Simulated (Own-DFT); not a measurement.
# Computed records: GaN (wurtzite, atoms displaced)

A calculation, not a measurement: plane-wave PBE density functional theory by an unreviewed code, no spin, of a simulated periodic cell, stress positive in tension, free energy of the whole cell less one offset for each atom, forces on such cells passed a denser k mesh, this cell's mesh not checked; offsets are fitted by least squares, one for each functional and potential file, so energies compare only between cells with the same atoms and settings and are not formation energies; the far tail of each file's local potential was reset to the Coulomb form; each entry is a single point on an unrelaxed cell, so the pressure reflects the starting lattice, mostly measured values (interpolated for alloys), from which strain is counted, and rises with the displacements; printed positions are rounded, which can move forces by about a meV/angstrom; the program, named Own-DFT, is a retired in-house code; no spin-orbit coupling. Program: Own-DFT development build.

Common to all runs: functional PBE; potential files PseudoDojo norm-conserving, scalar-relativistic, standard set with the stringent files for Ga; wave cutoff 96 hartree; occupations Gaussian; smearing width 0.01 eV; k mesh 3 x 4 x 3 centred on Gamma.

(1) 
```xyz
96
Lattice="12.7560 0.0000 0.0000 -4.7835 8.2853 0.0000 0.0000 0.0000 10.3700" Properties=species:S:1:pos:R:3:force_x:R:1:force_y:R:1:force_z:R:1 formula=GaN free_energy_of_cell_above_offsets=-10.253 pressure=5.46 stress_xx=-5.28 stress_yy=-5.79 stress_zz=-5.29 stress_yz=-0.15 stress_xz=0.05 stress_xy=0.21
Ga    -0.0346     1.8064    10.3451      0.694      0.616      0.249
Ga     1.5787     0.9071     2.5860      0.258      0.836      0.119
N     -0.0167     1.8536     1.9456      0.116     -0.734     -0.079
N      1.6008     0.9437     4.5869     -0.239     -0.145     -0.949
Ga     0.0115     1.7958     5.1934     -0.667      1.021      0.025
Ga     1.6218     0.9077     7.7611     -0.366      0.304      0.711
N     -0.0181     1.8467     7.1378      0.516     -0.493      0.202
N      1.5919     0.9122     9.7720      0.103      0.325     -0.585
Ga    -1.5578     4.5776    10.3586     -0.647      0.798      0.384
Ga    -0.0262     3.6303     2.5991      0.263      0.998      0.323
N     -1.6065     4.5908     1.9667      0.036      0.257     -0.181
N     -0.0194     3.6830     4.5735      0.649      -0.23     -0.266
Ga    -1.5819     4.6418     5.1644     -0.483     -0.552      0.085
Ga     0.0131     3.6616     7.7675     -0.493       0.62     -0.067
N     -1.6084     4.6256     7.0974      0.301     -0.179      0.805
N      0.0024     3.7103     9.7459       0.09     -1.029     -0.537
Ga    -3.1581     7.3789     0.0403     -0.186     -0.347     -0.608
Ga    -1.6096     6.4616     2.5850      0.044     -0.385      0.035
N     -3.2325     7.3894     1.9765      0.576     -0.446     -0.096
N     -1.6101     6.4624     4.5437      0.208      0.265     -0.174
Ga    -3.1893     7.4178     5.1966      0.224     -0.857      0.106
Ga    -1.5745     6.4504     7.7751     -0.435     -0.101       0.17
N     -3.1981     7.3875     7.1413      0.006     -0.436      0.046
N     -1.5558     6.4666     9.7496     -0.486      -0.45     -0.047
Ga     3.2188     1.8648    10.3429     -0.601     -0.474      0.539
Ga     4.7522     0.8977     2.5687       0.71      0.335      0.575
N      3.2203     1.8500     1.9701     -0.939     -0.351     -0.415
N      4.7545     0.9175     4.5480      0.132     -0.103     -0.114
Ga     3.1530     1.8500     5.1765      1.038      0.127      0.388
Ga     4.8047     0.9086     7.7909      0.406      0.112     -0.153
N      3.2258     1.8110     7.1680     -0.455      0.306     -0.541
N      4.7669     0.8813     9.7510      0.436      0.993     -0.301
Ga     1.5752     4.6061    10.3514      0.534     -0.031       0.53
Ga     3.1759     3.6720     2.5708      0.407      0.328      0.268
N      1.5949     4.5971     1.9793     -0.414     -0.037     -0.345
N      3.1985     3.7022     4.5523      0.038      -0.32     -0.172
Ga     1.6390     4.6194     5.1641     -0.972     -0.364       0.42
Ga     3.1926     3.6516     7.7534     -0.166      0.239      0.554
N      1.6022     4.6073     7.1620      0.066     -0.139     -0.506
N      3.1798     3.6664     9.7348      0.292      0.522     -0.229
Ga     0.0271     7.3879    10.3682      0.061     -0.767      0.098
Ga     1.5657     6.4425     2.5863      0.759     -0.203      0.064
N      0.0223     7.3550     1.9516     -0.595      0.061     -0.027
N      1.6013     6.4613     4.5651      0.207     -0.363     -0.561
Ga     0.0235     7.3322     5.1726     -0.645      0.808      0.355
Ga     1.6055     6.4509     7.7727      0.012      0.048      0.223
N     -0.0062     7.3705     7.1469      0.433     -0.151      -0.27
N      1.6073     6.4325     9.7417      0.117      0.366     -0.121
Ga     6.3536     1.8880     0.0054      0.151     -1.144      0.197
Ga     7.9948     0.9015     2.5779     -0.587      0.482     -0.189
N      6.3603     1.8596     1.9606      0.227      -0.66     -0.097
N      7.9410     0.9555     4.5108      0.576     -1.003      0.266
Ga     6.3741     1.8412     5.1450     -0.444      0.007      0.638
Ga     7.9944     0.9175     7.7803     -0.267      0.418      0.034
N      6.3985     1.8605     7.1419      -0.25     -0.289     -0.252
N      7.9375     0.9214     9.7348        0.5      0.355      0.209
Ga     4.7911     4.6177     0.0155     -0.163     -0.245     -0.136
Ga     6.4028     3.6587     2.6262      -0.67       0.39     -0.537
N      4.7847     4.5976     1.9585      0.152      0.272      0.203
N      6.3913     3.6898     4.5337     -0.727      0.062      0.525
Ga     4.7630     4.6051     5.2359      0.621     -0.122     -0.895
Ga     6.3751     3.6901     7.7944      0.146     -0.083     -0.713
N      4.7599     4.5923     7.1377      0.372      0.308       0.51
N      6.3951     3.6499     9.7063     -0.441      0.962      0.335
Ga     3.2022     7.3913     0.0130     -0.195     -0.273     -0.456
Ga     4.7656     6.4773     2.6046       0.53      -0.94      0.025
N      3.2234     7.3649     1.9358     -0.809     -0.041      0.473
N      4.8114     6.4540     4.5744     -0.238     -0.336     -0.343
Ga     3.2055     7.3197     5.1690     -0.044      1.229      0.274
Ga     4.7886     6.4636     7.7700     -0.462     -0.492       0.22
N      3.2063     7.3862     7.1313     -0.203      -0.38     -0.142
N      4.7732     6.4447     9.7239      0.419      0.082      0.081
Ga     9.5930     1.8662     0.0044     -0.686     -0.752     -0.198
Ga    11.1575     0.9071     2.5912      0.042      0.278      0.039
N      9.5734     1.8453     1.9486      0.103     -0.277      0.006
N     11.1662     0.9001     4.5422     -0.135       0.22      0.085
Ga     9.5481     1.8407     5.1603      0.206     -0.115      0.712
Ga    11.1863     0.8789     7.7898     -0.691      0.852     -0.342
N      9.5616     1.8630     7.1638      0.466     -0.377     -0.412
N     11.1505     0.9243     9.7210     -0.034     -0.594      0.257
Ga     7.9814     4.5456    10.3672      0.081      0.843      0.036
Ga     9.5579     3.6630     2.5945      0.006      0.375      0.349
N      7.9556     4.5685     1.9443      0.337        0.7      0.115
N      9.5593     3.6651     4.5764      0.141      0.431     -0.594
Ga     7.9464     4.5857     5.1700      0.684      0.428      0.195
Ga     9.5500     3.7116     7.7845      0.319     -0.192     -0.493
N      7.9689     4.6234     7.1189     -0.311      0.089      0.356
N      9.5861     3.6610     9.7302       0.02      0.584     -0.044
Ga     6.4168     7.3261    10.3645      -0.69      0.449      0.359
Ga     7.9513     6.4699     2.6190       0.23     -0.934      -0.36
N      6.3895     7.3644     1.9910     -0.376      -0.01     -0.745
N      8.0185     6.4576     4.5296      -0.58     -0.115      0.626
Ga     6.3899     7.3671     5.1862      0.301     -0.164      0.014
Ga     7.9360     6.4658     7.7817      0.862     -0.402     -0.196
N      6.3652     7.3485     7.1505      0.103      0.267     -0.435
N      7.9800     6.4634     9.7120      0.466      -0.74      0.512
```

Units: free_energy_of_cell_above_offsets in eV; pressure, stress_xx, stress_yy, stress_zz, stress_yz, stress_xz, stress_xy in GPa; force_x, force_y, force_z in eV/Å.

(2) 
```xyz
96
Lattice="12.7560 0.0000 0.0000 -4.7835 8.2853 0.0000 0.0000 0.0000 10.3700" Properties=species:S:1:pos:R:3:force_x:R:1:force_y:R:1:force_z:R:1 formula=GaN free_energy_of_cell_above_offsets=-10.577 pressure=5.33 stress_xx=-5.13 stress_yy=-5.23 stress_zz=-5.65 stress_yz=-0.17 stress_xz=0.09 stress_xy=-0.25
Ga    -0.0142     1.8726    10.3511      0.483     -0.582      0.509
Ga     1.6149     0.9002     2.5889     -0.588      0.378      0.356
N     -0.0063     1.8565     1.9747      0.517      0.099     -0.588
N      1.5648     0.9138     4.5564      0.541     -0.179      -0.11
Ga    -0.0066     1.8497     5.1707      0.014     -0.041     -0.017
Ga     1.5999     0.9133     7.7750      0.019      0.389       0.04
N     -0.0044     1.8315     7.1188      0.188      0.054      0.359
N      1.6252     0.9571     9.7306     -0.782     -0.624       0.09
Ga    -1.5785     4.6020     0.0135     -0.242      0.057     -0.209
Ga     0.0121     3.7193     2.5722     -0.203     -0.659      0.582
N     -1.5723     4.6225     1.9594     -0.412      0.017     -0.187
N      0.0179     3.6872     4.5422       -0.4      0.038     -0.109
Ga    -1.5981     4.6013     5.1980      0.427     -0.049     -0.307
Ga     0.0015     3.6749     7.7683      0.242     -0.335      0.142
N     -1.5456     4.5900     7.1336     -0.894      0.324      0.293
N     -0.0059     3.6694     9.7367      0.294      0.721     -0.267
Ga    -3.2335     7.3563     0.0112      0.668      0.675      0.031
Ga    -1.6049     6.4677     2.5942      0.117      0.041     -0.018
N     -3.2178     7.3759     1.9582       0.11     -0.453      0.004
N     -1.5686     6.4191     4.5415     -0.716      0.377      0.092
Ga    -3.2323     7.3413     5.2085      0.991      0.447     -0.443
Ga    -1.6071     6.4447     7.8037      0.472     -0.116     -0.293
N     -3.1670     7.3684     7.1441     -0.468     -0.257      0.123
N     -1.6131     6.4519     9.7450     -0.123     -0.262      0.087
Ga     3.1999     1.8333     0.0069      0.157     -0.021      -0.25
Ga     4.7845     0.9267     2.5935      0.225     -0.087      0.233
N      3.1936     1.8003     1.9517     -0.022      0.653     -0.048
N      4.7534     0.9060     4.5539      0.618      0.027     -0.122
Ga     3.1904     1.8408     5.1914      -0.37     -0.169      0.168
Ga     4.8239     0.9330     7.7698     -0.925     -0.325      0.027
N      3.1815     1.8455     7.1601      0.295      0.159     -0.231
N      4.7929     0.9233     9.7216      0.139     -0.094      0.187
Ga     1.6096     4.6345    10.3469     -0.104     -0.425      0.212
Ga     3.2006     3.6617     2.5708     -0.565      0.022      0.414
N      1.5652     4.6229     1.9575      0.873     -0.345     -0.546
N      3.1964     3.6785     4.5478     -0.212       0.16     -0.086
Ga     1.5782     4.6014     5.2109      0.326     -0.226      -0.69
Ga     3.1639     3.7159     7.7629       0.28     -0.692      0.029
N      1.5854     4.5949     7.1140     -0.019      0.245      0.731
N      3.2117     3.6723     9.7204     -0.614      0.174      0.035
Ga    -0.0057     7.3464    10.3590      0.045      0.495      0.021
Ga     1.5867     6.4200     2.6018      0.128      0.678      0.028
N      0.0118     7.3914     1.9413     -0.122     -0.463      0.109
N      1.5811     6.4322     4.5725      0.538     -0.004     -0.565
Ga     0.0106     7.3303     5.1709     -0.406       0.57      0.511
Ga     1.6043     6.4478     7.7818     -0.394     -0.089      -0.68
N     -0.0104     7.3544     7.1495      0.166      0.141     -0.113
N      1.5845     6.4533     9.6862      0.309     -0.036      0.752
Ga     6.3794     1.8492     0.0192     -0.131     -0.416     -0.284
Ga     7.9475     0.8979     2.5748      0.368       0.36      0.431
N      6.3852     1.8556     1.9515     -0.243     -0.078      0.127
N      7.9824     0.9297     4.5507     -0.337     -0.198     -0.251
Ga     6.3844     1.8485     5.1899     -0.273     -0.234     -0.536
Ga     7.9712     0.9065     7.7973     -0.023      0.039     -0.834
N      6.3492     1.8639     7.1080      0.912     -0.156      0.582
N      7.9650     0.8962     9.7249      -0.04      0.574       0.07
Ga     4.7738     4.5808    10.3160      0.291      0.617      0.799
Ga     6.3668     3.6931     2.5599      0.063          0      0.658
N      4.7500     4.6026     1.9622      0.462     -0.011     -0.645
N      6.3664     3.6883     4.5653       0.29       0.18     -0.372
Ga     4.7766     4.6017     5.2039      0.017      0.067     -0.335
Ga     6.3650     3.6783     7.7841      0.388      0.089      0.043
N      4.7938     4.6052     7.1562     -0.163      0.192     -0.047
N      6.3863     3.6720     9.7495      0.184      0.241     -0.294
Ga     3.2097     7.3741    10.3575     -0.713     -0.208      0.286
Ga     4.7906     6.4291     2.6029     -0.271      0.393     -0.633
N      3.1869     7.3803     1.9326     -0.123     -0.677      0.297
N      4.7791     6.4684     4.5200      0.103     -0.672      0.423
Ga     3.2004     7.3519     5.1598     -0.386      0.385      0.169
Ga     4.8116     6.4466     7.7780      -0.53      0.167      0.101
N      3.1769     7.3307     7.1049      0.437      0.437      0.416
N      4.7616     6.4720     9.7526      0.703     -0.566     -0.544
Ga     9.5454     1.8611    10.3447      0.168     -0.641      0.616
Ga    11.2028     0.9074     2.5572     -0.654      0.208      0.771
N      9.5578     1.8106     1.9691      0.202      0.461     -0.425
N     11.1718     0.9158     4.5636     -0.253       -0.1     -0.546
Ga     9.5675     1.8508     5.1590      0.222     -0.025      0.053
Ga    11.1755     0.9072     7.7748     -0.108      0.615      -0.24
N      9.5819     1.8284     7.1209     -0.422      0.181      0.241
N     11.1566     0.9521     9.7148      -0.02     -0.242      0.164
Ga     8.0084     4.5805     0.0173     -0.514      0.352     -0.216
Ga     9.5962     3.6825     2.5805     -0.356     -0.168      0.219
N      7.9699     4.6067     1.9486      0.214     -0.101      0.195
N      9.5598     3.7287     4.5531      0.167     -0.634     -0.178
Ga     7.9867     4.6025     5.2202     -0.501      0.116     -0.578
Ga     9.5769     3.6772     7.7600       0.15     -0.065      -0.05
N      7.9783     4.6450     7.1502     -0.067     -0.686      0.213
N      9.5640     3.6553     9.7222      0.294      0.678     -0.086
Ga     6.3751     7.4016    10.3551     -0.079      -0.31       0.18
Ga     7.9409     6.4377     2.6148       0.32      0.098     -0.543
N      6.3729     7.3699     1.9364          0     -0.298      0.081
N      7.9814     6.4475     4.5282     -0.596     -0.344      0.575
Ga     6.3588     7.3418     5.1868      0.354      0.592     -0.184
Ga     7.9913     6.4444     7.7937     -0.311       0.53      0.045
N      6.3587     7.4005     7.1280      0.575     -0.899      0.228
N      7.9714     6.4466     9.7574     -0.374     -0.251     -0.444
```

Units: free_energy_of_cell_above_offsets in eV; pressure, stress_xx, stress_yy, stress_zz, stress_yz, stress_xz, stress_xy in GPa; force_x, force_y, force_z in eV/Å.

(3) 
```xyz
96
Lattice="12.7560 0.0000 0.0000 -4.7835 8.2853 0.0000 0.0000 0.0000 10.3700" Properties=species:S:1:pos:R:3:force_x:R:1:force_y:R:1:force_z:R:1 formula=GaN free_energy_of_cell_above_offsets=-10.347 pressure=5.43 stress_xx=-4.88 stress_yy=-5.48 stress_zz=-5.92 stress_yz=0.02 stress_xz=0.15 stress_xy=0.14
Ga     0.0169     1.7869     0.0180     -0.343      0.912     -0.236
Ga     1.5805     0.9236     2.6284      0.061     -0.045     -0.357
N     -0.0526     1.8194     1.9636      1.034      0.257     -0.156
N      1.6048     0.9094     4.5789     -0.364     -0.099     -0.428
Ga     0.0004     1.8253     5.1744     -0.132       0.39      0.291
Ga     1.5791     0.9618     7.8156      0.341     -0.722     -0.583
N     -0.0024     1.8298     7.1557     -0.278      0.352     -0.372
N      1.6077     0.9314     9.7416     -0.164      -0.62      0.316
Ga    -1.5833     4.6170     0.0252      0.076     -0.438      -0.31
Ga     0.0431     3.6617     2.6052     -0.566      0.376     -0.428
N     -1.5835     4.5864     1.9604      0.038      0.243      0.251
N      0.0065     3.7012     4.5208     -0.158     -0.306      0.716
Ga    -1.6312     4.5862     5.1861      0.496      0.157     -0.028
Ga     0.0055     3.6797     7.7721     -0.204     -0.048     -0.084
N     -1.5766     4.6284     7.1464     -0.529     -0.726     -0.276
N      0.0036     3.6759     9.7073     -0.119     -0.303      0.622
Ga    -3.2128     7.3423     0.0478      0.763      0.183     -1.136
Ga    -1.5849     6.4535     2.6242      0.027     -0.226     -0.786
N     -3.2004     7.3724     1.9394      0.331       0.03      0.769
N     -1.6248     6.4556     4.5405      0.768     -0.318      0.251
Ga    -3.1770     7.3405     5.1883     -0.596      0.274       0.54
Ga    -1.5717     6.4344     7.7796     -0.763      0.434      0.057
N     -3.2199     7.3843     7.1476      0.574     -0.226      0.153
N     -1.5660     6.4184     9.7300     -0.382      0.672      0.238
Ga     3.1917     1.8259     0.0045       0.08      0.365      0.206
Ga     4.8058     0.9110     2.6046     -0.297        0.2     -0.407
N      3.1927     1.8305     1.9692     -0.253     -0.014     -0.018
N      4.7626     0.9398     4.5261      0.397     -0.063      0.472
Ga     3.1721     1.8439     5.1552      0.238       0.08      0.936
Ga     4.7772     0.8905     7.7600     -0.062      0.197      0.291
N      3.2111     1.8304     7.1686     -0.448      0.304     -0.541
N      4.7870     0.9296     9.7250      0.042      0.084     -0.009
Ga     1.5708     4.6313    10.3386      0.233     -0.212      0.623
Ga     3.1586     3.6612     2.6268      0.696      0.443     -0.763
N      1.6040     4.6513     1.9920     -0.137     -1.184     -0.939
N      3.1695     3.6739     4.5464      0.392      0.278      0.323
Ga     1.6017     4.6235     5.1770     -0.185     -0.242      0.254
Ga     3.1769     3.6834     7.8086      0.221     -0.048     -0.363
N      1.5848     4.5956     7.1401      0.312      0.296     -0.057
N      3.1800     3.6917     9.7620      0.189     -0.056      -0.17
Ga     0.0289     7.3884    10.3615     -0.467     -0.204      0.173
Ga     1.6274     6.4293     2.5951     -0.736      0.638     -0.059
N      0.0000     7.3835     1.9438      0.154     -0.395      0.309
N      1.6338     6.4349     4.5256     -0.219      0.622      0.465
Ga     0.0241     7.3917     5.1346     -0.182     -0.536      0.519
Ga     1.5960     6.4694     7.7515      0.074     -0.459      0.271
N     -0.0019     7.3479     7.1439       0.15      0.242     -0.711
N      1.6059     6.4735     9.7385       -0.2     -0.271     -0.537
Ga     6.3538     1.8956    10.3600       0.34     -1.216       0.47
Ga     7.9671     0.9231     2.5799     -0.047     -0.221     -0.225
N      6.3788     1.8435     1.9863      0.032        0.2     -0.635
N      7.9337     0.9071     4.5260      0.497      0.852      0.093
Ga     6.3843     1.8439     5.1910     -0.454      0.159     -0.023
Ga     7.9735     0.9291     7.8061     -0.278     -0.155     -0.744
N      6.3501     1.8416     7.1513      0.492     -0.136     -0.205
N      7.9737     0.9103     9.6967     -0.222      0.563      0.968
Ga     4.8100     4.6072    10.3674     -0.817      0.016      0.633
Ga     6.3995     3.7007     2.5763     -0.458     -0.053      0.319
N      4.7969     4.6235     1.9650       -0.3     -0.197      0.111
N      6.3548     3.6970     4.5627      0.382     -0.355     -0.413
Ga     4.8003     4.6160     5.1788     -0.689      0.314     -0.426
Ga     6.3382     3.6760     7.7591      0.412       0.16      0.357
N      4.7934     4.6162     7.0959     -0.506     -0.083       0.75
N      6.3679     3.6799     9.7725      0.307      0.509     -1.014
Ga     3.1823     7.3750    10.3416      0.036     -0.044      0.414
Ga     4.7566     6.4794     2.6108      0.273     -0.533     -0.606
N      3.1622     7.3401     1.9328      0.527      0.837     -0.077
N      4.7880     6.5014     4.5199      0.039     -0.652      0.644
Ga     3.2282     7.4272     5.1606     -0.507     -1.091      0.659
Ga     4.7599     6.4326     7.7960      0.638      0.327     -0.538
N      3.1981     7.3682     7.1481     -0.094      0.253     -0.429
N      4.7454     6.4236     9.7250      0.663      0.337      0.142
Ga     9.5651     1.8578    10.3417     -0.315     -0.132      0.529
Ga    11.1379     0.9262     2.5631     -0.326     -0.126      0.287
N      9.5436     1.8727     1.9643      0.073     -0.758     -0.645
N     11.1612     0.9367     4.4999     -0.149     -0.141      0.645
Ga     9.5549     1.8323     5.2003      0.129     -0.127     -0.382
Ga    11.1491     0.9222     7.8003      0.333     -0.116     -0.523
N      9.5631     1.8163     7.1388     -0.102      0.449      0.024
N     11.1329     0.9331     9.7169      0.435     -0.257      0.571
Ga     7.9743     4.6014     0.0096      0.087      -0.04     -0.255
Ga     9.5634     3.6706     2.5797       0.35      0.372      0.325
N      7.9949     4.5842     1.9360     -0.122      0.474       0.29
N      9.5516     3.6563     4.5452     -0.266      0.254      0.074
Ga     7.9432     4.6057     5.1795      0.372     -0.127      0.203
Ga     9.5505     3.6699     7.7933      0.244      0.362     -0.537
N      7.9485     4.6306     7.1512      0.129     -1.026     -0.192
N      9.5614     3.6759     9.7166      0.079       0.32      0.319
Ga     6.3586     7.3769     0.0016     -0.073     -0.336      0.118
Ga     7.9968     6.4493     2.5814     -0.468     -0.298      0.105
N      6.3745     7.3615     1.9876      0.002      0.067     -0.725
N      7.9684     6.4198     4.5291      0.157       0.36      0.064
Ga     6.3902     7.3738     5.1739      0.153      0.196      0.241
Ga     7.9720     6.4094     7.7973       0.11      0.979     -0.162
N      6.4106     7.3884     7.1513     -0.662     -0.497     -0.131
N      7.9731     6.4364     9.7404     -0.335      0.093      0.234
```

Units: free_energy_of_cell_above_offsets in eV; pressure, stress_xx, stress_yy, stress_zz, stress_yz, stress_xz, stress_xy in GPa; force_x, force_y, force_z in eV/Å.
